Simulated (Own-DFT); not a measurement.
# More of the guest, more pressure: Ge in Si

Everything here is calculated. The program is Own-DFT (plane waves, in-house, since retired, never reviewed by a person); positions were held fixed, and spin and spin-orbit coupling were off.

Common settings: PBE; PseudoDojo norm-conserving scalar-relativistic files; cutoff 42 hartree; 3 x 3 x 2 k mesh centred on Gamma; Fermi-Dirac smearing of 0.1 eV.

Known weak points: forces on such cells moved up to 12 meV/angstrom on a denser k mesh; stress not checked against mesh or cutoff.

One cell of 96 atoms is used throughout, with vectors in Å (10.862, 0.000, 0.000); (0.000, 10.862, 0.000); (0.000, 0.000, 16.293). Some planes normal to z hold Ge in place of Si, either as pure planes or mixed at random through a layer; x is the share of Ge among all Ge and Si sites. u is the rms random offset of the atoms per axis. Stress is positive in tension.

| x | layer | u (Å) | (s_xx + s_yy)/2 (GPa) | s_zz (GPa) |
|---|---|---|---|---|
| 0.125 | mixed layer | 0.0294 | -3.78 | -3.82 |
| 0.125 | mixed layer | 0.0301 | -3.77 | -3.80 |
| 0.167 | pure planes | 0.0611 | -5.25 | -5.26 |
| 0.167 | pure planes | 0.0261 | -4.33 | -4.35 |
| 0.188 | mixed layer | 0.0287 | -4.58 | -4.61 |
| 0.188 | mixed layer | 0.0307 | -4.68 | -4.64 |
| 0.250 | mixed layer | 0.0295 | ? | ? |
| 0.500 | pure planes | 0.0559 | -9.78 | -9.90 |
| 0.500 | pure planes | 0.0304 | -9.14 | -9.15 |

## Fit

In the plane: -1.71 - 14.2 x - 309 u² GPa (slope in x ± 0.1, scatter 0.04). Along z: -1.70 - 14.3 x - 319 u² GPa (± 0.1, scatter 0.05). The two slopes nearly agree: every atom sits on the host's lattice on all three axes, so the larger Ge atoms are squeezed alike in all directions, and the layering hardly shows. The constants are the stress of this functional at the host's measured lattice. A real film keeps the in-plane spacing but grows in height until s_zz vanishes, which relieves part of the in-plane stress too.

## Withheld run

The question: what are the two stresses at x = 0.250?

The fitted form gives -5.5 and -5.6 GPa. The hidden result is -5.49 and -5.50 GPa.
